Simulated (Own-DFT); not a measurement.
# What a defect does to the pressure of its cell: grey tin

Calculated, not measured: single-point runs of Own-DFT, a retired in-house plane-wave DFT program that no person has reviewed, on unrelaxed cells, without spin or spin-orbit coupling.

Common settings: PBE; PseudoDojo norm-conserving scalar-relativistic files; cutoff 42 hartree; 3 x 3 x 3 k mesh centred on Gamma; cold (Marzari-Vanderbilt) smearing of 0.2 eV.

Keep in mind (not all hold for every row): not probed for a lower state with spin; forces on such cells moved up to 12 meV/angstrom on a denser k mesh; stress not checked against mesh or cutoff.

All runs share one cell, with vectors in Å (12.978, 0.000, 0.000); (0.000, 12.978, 0.000); (0.000, 0.000, 12.978) and a volume of 2185.9 Å³. The atoms are randomly displaced, by u rms on each axis. The defect's site can differ from row to row.

| cell | formula | u (Å) | P (GPa) |
|---|---|---|---|
| no defect | Sn64 | 0.0190 | 3.38 |
| no defect | Sn64 | 0.0193 | 3.37 |
| no defect | Sn64 | 0.0517 | 3.53 |
| one Sn vacancy | Sn63 | 0.0312 | 3.20 |
| one Sn vacancy | Sn63 | 0.0496 | 3.45 |
| one Sn vacancy | Sn63 | 0.0543 | 3.37 |
| two Sn vacancies | Sn62 | 0.0285 | 3.10 |
| two Sn vacancies | Sn62 | 0.0304 | 3.09 |
| two Sn vacancies | Sn62 | 0.0495 | ? |
| two Sn vacancies | Sn62 | 0.0502 | 3.30 |

## Analysis

P = P0 + c u² + a shift for each defect gives P0 = 3.32 GPa, c = 92 ± 19 GPa/Å² and a scatter of 0.05 GPa. The shifts, and each times the cell's volume:

- one Sn vacancy: -0.18 ± 0.05 GPa, -2.5 eV
- two Sn vacancies: -0.29 ± 0.04 GPa, -4.0 eV (-2.0 eV for each of its 2 sites)

Against the defect-free cell, a freed cell would be larger where the shift is positive and smaller where it is negative (160.2 GPa Å³ is 1 eV). The atoms around the defects weren't relaxed, which would change these numbers.

## Prediction

Asked: what pressure belongs in the blank (two Sn vacancies, u = 0.0495 Å)?

From the fit: 3.26 ± 0.06 GPa. The calculation gave 3.15 GPa.
